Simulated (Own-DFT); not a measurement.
# Strain and stress in zincblende GaAs, 64 atoms (As32Ga32)

Everything here is calculated. The program is Own-DFT (plane waves, in-house, since retired, never reviewed by a person); positions were held fixed, and spin and spin-orbit coupling were off.

All runs used: PBE; PseudoDojo norm-conserving scalar-relativistic files; cutoff 42 hartree; 3 x 3 x 3 k mesh centred on Gamma; Fermi-Dirac smearing of 0.1 eV.

Caveats: forces not confirmed at this smearing and k mesh; stress not checked against mesh or cutoff.

Unstrained cell vectors in Å: (11.307, 0.000, 0.000); (0.000, 11.307, 0.000); (0.000, 0.000, 11.307). The unstrained cell has measured lattice constants (interpolated for alloys), not those of this functional. That, the random moves and any unrelaxed bonds set the pressure at no strain. In each run the cell takes a homogeneous strain; fractional positions stay. Random moves of width 0.05 Å per axis were added to every atom. Stress is counted positive in tension, P = -(s_xx + s_yy + s_zz)/3, and strain components are those of the symmetric tensor.

```
run,e_xx (%),e_yy (%),e_zz (%),e_yz (%),e_xz (%),e_xy (%),s_xx (GPa),s_yy (GPa),s_zz (GPa),s_yz (GPa),s_xz (GPa),s_xy (GPa),P (GPa),E (meV/atom)
1,0.18,-0.04,0.82,1.96,-0.44,1.44,-3.54,-3.58,-3.30,3.13,-1.11,2.48,3.47,15.8
2,-0.80,0.53,1.73,1.80,-1.73,-1.19,-3.85,-3.12,-2.37,2.76,-2.10,-1.75,3.12,17.8
3,1.37,0.82,0.57,-0.74,1.14,-0.45,-1.71,-2.00,-2.16,-1.06,1.42,-0.41,1.96,0.0
4,-1.13,0.66,0.38,1.72,-0.28,-0.25,-4.68,-3.64,-3.78,2.89,-0.29,0.09,4.03,8.7
5,1.49,1.94,0.51,0.82,-0.79,1.78,-1.33,-0.98,-1.73,0.90,-1.27,2.45,1.35,4.3
6,1.51,-1.48,0.26,-1.38,1.73,1.65,-3.33,-5.02,-4.05,-3.03,3.16,2.32,4.13,30.2
7,1.70,1.95,-1.95,0.09,1.59,-0.55,-2.24,-1.97,-4.14,0.85,2.84,-0.63,2.78,5.8
8,1.40,0.24,-1.89,0.90,-1.02,1.58,-3.57,-4.21,-5.19,1.58,-1.77,2.68,4.32,26.0
9,-0.09,0.78,0.68,-0.72,-1.92,1.81,-3.50,-3.00,-3.07,-0.36,-2.95,2.87,3.19,16.0
10,1.64,-1.62,-0.86,1.83,-1.43,0.70,-3.88,-5.85,-5.52,3.49,-3.07,1.53,5.08,40.2
11,1.37,-1.19,1.92,1.87,1.16,-0.60,-2.41,-3.71,-2.01,3.24,1.69,-1.28,2.71,17.9
12,1.34,0.19,0.92,0.31,-0.19,-0.81,-1.92,-2.58,-2.19,0.13,-0.62,-0.94,2.23,2.4
13,1.86,1.05,0.29,-1.81,-1.36,-1.31,-1.47,-1.93,-2.38,-2.48,-2.33,-1.62,1.93,12.9
14,-1.69,0.40,-0.04,-1.09,0.58,-0.47,-5.91,-4.71,-5.03,-2.24,1.22,0.07,5.22,32.0
15,-0.43,-0.06,0.61,1.04,0.92,-1.53,?,?,?,?,?,?,?,?
```

The last column gives the free energy per atom over the lowest of the runs shown.

## Worked fit

Each stress component was fitted by least squares to a constant and the strains of the runs shown, as fractions, with shears doubled. Shear strains stay in the fit of a normal stress only where such slopes are resolved. The slopes, in GPa:

```
stress  at no strain  per e_xx  per e_yy  per e_zz  scatter
  s_xx          -4.2   109 ± 3    59 ± 3    55 ± 3     0.12
  s_yy          -4.2    53 ± 3   119 ± 4    56 ± 4     0.14
  s_zz          -4.2    54 ± 4    65 ± 4   111 ± 4     0.16
```

The slope of each shear stress on twice its own strain, from a fit on all six strains: yz 83 ± 6, xz 84 ± 5, xy 70 ± 3 GPa. These are stiffnesses along x, y and z of the frame in which the cell vectors are given, which need not be the crystal's axes. These are clamped-ion slopes: internal relaxation, where symmetry allows it, would soften some. Slopes across the diagonal should nearly agree, so their difference gauges the noise. A ninth of the table's sum, 76 ± 3 GPa, estimates the bulk modulus near the mean pressure of these runs, 3.3 GPa, so it lies above the value at zero pressure.

## Prediction

Question: what normal stresses and pressure should run 15 give?

Estimate: s_xx = -4.4, s_yy = -4.1, s_zz = -3.8 and P = 4.1 GPa. The calculation gave -4.23, -4.15, -3.72 and P = 4.03 GPa.
